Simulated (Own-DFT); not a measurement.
Simulation results for Si23O48 (quartz with one vacancy, atoms displaced), Ti12O23 (rutile with two vacancies, strained, atoms displaced)

Computed with Own-DFT development build. A calculation, not a measurement: plane-wave PBE density functional theory by an unreviewed code, no spin, of a simulated periodic cell, stress positive in tension, free energy of the whole cell less one offset for each atom, defect cell not probed for a lower state with spin; oxygen file: force components 24 meV/angstrom off all-electron in one glass; forces on such cells passed a denser k mesh, this cell's mesh not checked; offsets are fitted by least squares, one for each functional and potential file, so energies compare only between cells with the same atoms and settings and are not formation energies; the far tail of each file's local potential was reset to the Coulomb form; each entry is a single point on an unrelaxed cell, so the pressure reflects the starting lattice, mostly measured values (interpolated for alloys), from which strain is counted, and rises with the displacements; printed positions are rounded, which can move forces by about a meV/angstrom; the program, named Own-DFT, is a retired in-house code; no spin-orbit coupling; before rounding, a Quantum ESPRESSO 7.3.1 run of the same cell and cutoff gave forces within 1 meV/angstrom rms on each cell, which checks the program and not the settings.

Common to all runs: functional PBE; potential files PseudoDojo norm-conserving, scalar-relativistic, standard set; wave cutoff 72 hartree; occupations Fermi-Dirac; smearing width 0.1 eV.

(1) Si23O48 (quartz with one vacancy, atoms displaced)

```
Si23O48
1.0
      9.8268     0.0000     0.0000
     -4.9134     8.5103     0.0000
      0.0000     0.0000    10.8104
Si O Si O Si O Si O Si O Si O Si O Si O
2 6 3 6 3 6 3 6 3 6 3 6 3 6 3 6
Direct
  0.23597 0.99882 0.99870
  0.00415 0.23675 0.33251
  0.20589 0.13184 0.06635
  0.42817 0.30049 0.22522
  0.37088 0.07331 0.39358
  0.07981 0.37131 0.43855
  0.13620 0.20609 0.27765
  0.29681 0.43456 0.10530
  0.23016 0.99628 0.50073
  0.99809 0.22883 0.83202
  0.26155 0.26091 0.66597
  0.20982 0.13701 0.56131
  0.42879 0.29509 0.72712
  0.36576 0.07512 0.88806
  0.07225 0.36575 0.93923
  0.13589 0.20717 0.77203
  0.29127 0.42446 0.60800
  0.23273 0.49904 0.99690
  0.99868 0.73352 0.34061
  0.26715 0.77011 0.17214
  0.20707 0.63726 0.05896
  0.42908 0.79532 0.23018
  0.37014 0.57553 0.39424
  0.07668 0.86754 0.43852
  0.13096 0.70269 0.26709
  0.29559 0.93060 0.10522
  0.23926 0.50345 0.49784
  0.99729 0.72832 0.83305
  0.26197 0.76762 0.67092
  0.20633 0.63245 0.55515
  0.42627 0.79379 0.72308
  0.36545 0.57080 0.89332
  0.07044 0.86100 0.93830
  0.12342 0.69764 0.77073
  0.29243 0.92568 0.61050
  0.73146 0.99699 0.00146
  0.50039 0.23459 0.33230
  0.76894 0.26404 0.16510
  0.70888 0.12560 0.06425
  0.92453 0.29253 0.22272
  0.86640 0.07163 0.39944
  0.57552 0.37081 0.43572
  0.63381 0.20401 0.27524
  0.79231 0.42933 0.10853
  0.73378 0.00370 0.49723
  0.50641 0.24155 0.83238
  0.76603 0.26449 0.66522
  0.70505 0.13522 0.55465
  0.93272 0.30232 0.72547
  0.87232 0.07449 0.89356
  0.57350 0.36473 0.94092
  0.63510 0.20628 0.77408
  0.79584 0.43136 0.60736
  0.73930 0.50292 0.00056
  0.50174 0.73980 0.33304
  0.77008 0.76943 0.16582
  0.70707 0.62993 0.05818
  0.92660 0.79112 0.22866
  0.86592 0.56500 0.39212
  0.57515 0.86640 0.43806
  0.63021 0.70723 0.27554
  0.79437 0.93158 0.11085
  0.73639 0.50062 0.50385
  0.50564 0.73678 0.83224
  0.76872 0.76756 0.66931
  0.71254 0.63924 0.56013
  0.93599 0.79596 0.72365
  0.86890 0.57682 0.88837
  0.57341 0.86522 0.93895
  0.63668 0.70856 0.77059
  0.79389 0.92956 0.60562
```

- k mesh: 3 x 3 x 2 centred on Gamma
- free energy of cell above offsets: -9.502 eV
- pressure: 7.33 GPa
- stress xx: -7.82 GPa
- stress yy: -7.15 GPa
- stress zz: -7.01 GPa
- stress yz: -0.5 GPa
- stress xz: 0.68 GPa
- stress xy: -0.02 GPa

Force:
```
element  x (eV/Å)  y (eV/Å)  z (eV/Å)
     Si    -0.988     0.733    -0.825
     Si    -1.333     -0.22     0.209
      O    -0.127     0.326    -0.051
      O     0.192    -0.247    -0.175
      O    -0.954    -1.368     1.171
      O    -1.199     -1.15     -0.62
      O     1.416    -0.438    -0.658
      O     0.537    -0.465     1.089
     Si     2.268     2.753     0.588
     Si     0.384     2.932    -0.682
     Si     1.448     2.683     0.845
      O     0.297    -2.576    -2.215
      O    -0.582     0.298    -0.856
      O     0.058    -0.264      0.22
      O    -0.752    -0.768     -0.61
      O    -0.976    -0.883     1.282
      O    -0.114     0.537    -0.262
     Si    -0.739     0.576     0.971
     Si     0.616    -1.818    -3.359
     Si      1.17    -0.147    -2.677
      O     0.172     0.256     0.122
      O    -1.638     0.995    -1.764
      O     0.609     0.425     -0.72
      O    -1.127    -0.212      0.76
      O    -2.457    -0.383     2.781
      O     1.148    -0.717     1.082
     Si     0.861     -0.44     1.124
     Si     0.066     3.533    -1.016
     Si     1.105    -2.718    -1.632
      O    -1.114     2.119     1.777
      O     1.075     -0.13     1.175
      O     1.195     1.412     -1.66
      O     0.476     0.959     0.928
      O     1.983    -0.378    -0.323
      O     -1.04      1.59    -1.001
     Si     2.456    -0.112    -1.277
     Si    -0.674     0.413    -0.606
     Si    -3.054     0.248     0.033
      O    -1.962     1.774     0.204
      O     2.913     0.256      1.84
      O     1.866     2.211    -2.785
      O    -0.043     0.343     0.939
      O     0.985     0.023    -0.894
      O     1.112    -1.007     0.505
     Si     0.105     -2.03     1.681
     Si    -1.113    -1.504     -0.03
     Si     0.123     0.571     0.022
      O    -0.949     1.173     0.899
      O      0.09    -0.746     0.095
      O    -1.595    -2.715     1.397
      O     0.682     1.513     1.025
      O     0.895     -0.16    -0.418
      O     0.994    -1.248     1.516
     Si    -0.123     -1.52    -1.382
     Si     0.505    -2.163     0.831
     Si    -1.326    -1.876     0.933
      O    -1.242     2.545     1.198
      O      0.52     0.163     0.459
      O     0.133     0.525      0.31
      O    -0.522     1.161     1.336
      O     2.572     0.241    -1.848
      O     0.437    -0.331    -0.169
     Si    -1.121     0.477    -1.881
     Si    -2.087    -1.456    -0.731
     Si     1.217     1.533    -1.768
      O    -0.028    -0.486    -0.425
      O     -1.25      0.22    -0.569
      O     -1.83    -4.158     2.157
      O    -0.252     0.236     0.379
      O    -0.449    -0.689     1.355
      O      0.08    -0.227     0.647
```

(2) Ti12O23 (rutile with two vacancies, strained, atoms displaced)

```
Ti12O23
1.0
      9.2432    -0.1820     0.0730
     -0.1820     9.2760     0.0760
      0.0705     0.0734     8.7881
Ti O Ti O Ti O Ti O Ti O Ti O Ti O Ti O Ti O Ti O Ti O Ti O
2 4 2 4 2 4 2 4 2 4 2 4 2 4 2 2 2 4 2 4 2 4 2 4
Direct
  0.98512 0.98866 0.98995
  0.25517 0.24920 0.16254
  0.14873 0.13815 0.00822
  0.35627 0.34596 0.01115
  0.40815 0.12301 0.17134
  0.10166 0.40638 0.15186
  0.00380 0.99553 0.31237
  0.25300 0.25085 0.51436
  0.16165 0.14682 0.32747
  0.33849 0.32788 0.33440
  0.39106 0.09972 0.49547
  0.10107 0.40050 0.49243
  0.00330 0.00862 0.65759
  0.25688 0.25198 0.84027
  0.14472 0.15412 0.67356
  0.33148 0.34741 0.67027
  0.41535 0.09903 0.83126
  0.09273 0.38249 0.84356
  0.99577 0.48904 0.01609
  0.24834 0.75124 0.17690
  0.17391 0.64895 0.99054
  0.33130 0.84955 0.00466
  0.38571 0.60769 0.16637
  0.09529 0.88787 0.15476
  0.98614 0.51880 0.33200
  0.25304 0.74667 0.50519
  0.14634 0.64393 0.33627
  0.34624 0.85497 0.32314
  0.41185 0.60913 0.50078
  0.09788 0.90363 0.49732
  0.99450 0.49894 0.65727
  0.24257 0.76052 0.82679
  0.15173 0.64939 0.65795
  0.33735 0.86029 0.65358
  0.39291 0.59918 0.83658
  0.10815 0.90895 0.82703
  0.49834 0.01861 0.00619
  0.75867 0.23345 0.17173
  0.64771 0.15553 0.01730
  0.86602 0.34955 0.00411
  0.89916 0.09522 0.16335
  0.61405 0.40736 0.15761
  0.50499 0.00519 0.32342
  0.76939 0.24785 0.51002
  0.90551 0.09339 0.49791
  0.59490 0.38948 0.48960
  0.50397 0.00538 0.67745
  0.74147 0.25691 0.82297
  0.65962 0.15864 0.68248
  0.84867 0.34606 0.64914
  0.89505 0.09571 0.83620
  0.59245 0.40459 0.84031
  0.48949 0.47788 0.99256
  0.75564 0.74978 0.16201
  0.64642 0.65716 0.99779
  0.84520 0.84738 0.00080
  0.87543 0.58475 0.17051
  0.60410 0.88736 0.16844
  0.50246 0.50280 0.34048
  0.73966 0.75457 0.49674
  0.66030 0.65228 0.32905
  0.84210 0.85777 0.32462
  0.89970 0.60220 0.48905
  0.59150 0.88887 0.49551
  0.50552 0.49859 0.67530
  0.74946 0.75383 0.81923
  0.66007 0.64368 0.67079
  0.84599 0.85802 0.66826
  0.90331 0.60525 0.83284
  0.59781 0.90509 0.84297
```

* k mesh: 3 x 3 x 3 centred on Gamma
* free energy of cell above offsets: -6.183 eV
* pressure: 7.45 GPa
* stress xx: -6.03 GPa
* stress yy: -5.26 GPa
* stress zz: -11.05 GPa
* stress yz: 1.23 GPa
* stress xz: 1.28 GPa
* stress xy: -9.07 GPa

Force:
```
element  x (eV/Å)  y (eV/Å)  z (eV/Å)
     Ti     2.327     1.164    -1.308
     Ti    -3.419    -1.054     3.251
      O     1.338     1.167    -0.643
      O    -1.923    -1.878    -2.138
      O      2.21    -2.542     0.142
      O      0.29    -0.534     2.418
     Ti     2.302    -0.347     1.764
     Ti     -0.93     -1.03    -3.445
      O    -2.179    -1.154     0.102
      O     1.982     3.164     0.251
      O     2.315    -0.544      0.45
      O    -1.865     0.579     0.366
     Ti     0.668    -1.388    -0.089
     Ti    -3.963    -0.456     0.455
      O     0.716     0.218     0.576
      O     2.518     1.678      0.62
      O    -1.295     1.333      0.35
      O     0.606     0.772    -1.252
     Ti     1.711     2.422    -3.223
     Ti     0.915    -0.953     -3.07
      O    -2.585    -0.678    -0.064
      O     2.131     2.221    -0.916
      O     2.126    -2.268     0.913
      O    -1.854      1.36     1.022
     Ti     2.547    -0.559     -0.12
     Ti    -0.053     1.029     -0.85
      O    -0.437     0.246     0.447
      O     0.609     0.737     1.099
      O     0.295    -1.064     0.121
      O    -0.408    -0.061    -0.151
     Ti     1.994     0.965     2.246
     Ti     0.052    -0.746     3.383
      O    -0.431    -0.485     0.234
      O     1.339     0.107     0.328
      O     2.035    -1.607    -1.576
      O    -1.659     0.252     0.206
     Ti    -0.564    -3.458    -0.187
     Ti     0.166     2.274    -2.161
      O     0.651     0.485    -1.013
      O    -3.421    -2.887     0.019
      O    -0.366      0.42     0.019
      O    -1.024    -0.371     1.033
     Ti    -1.798    -2.007     1.394
     Ti    -1.746    -2.632    -2.799
      O    -1.389     1.686    -0.807
      O     0.154     0.302      0.69
     Ti     -0.51    -1.973    -1.679
     Ti     2.625     0.517     4.253
      O    -1.717    -1.653    -2.509
      O     0.996     1.883     2.664
      O    -0.237     0.419    -0.127
      O     1.555     -1.62    -1.864
     Ti     2.493     6.669     3.614
     Ti    -2.263    -0.838    -1.242
      O     0.509     0.145    -0.231
      O     0.299    -0.117    -1.018
      O     1.846    -0.668     0.348
      O     -1.85     3.193      0.43
     Ti    -0.315    -0.115    -1.922
     Ti     0.054     1.089    -1.204
      O    -1.154     -0.83     1.508
      O     0.283    -0.476     1.164
      O    -0.545     -0.25     1.252
      O     0.217     1.384     0.194
     Ti     -1.74     1.608    -0.982
     Ti     0.029    -1.376     3.379
      O    -0.571    -0.345    -0.878
      O    -0.441    -0.482    -1.071
      O      0.27    -0.707    -1.185
      O    -0.517     0.672     -0.98
```
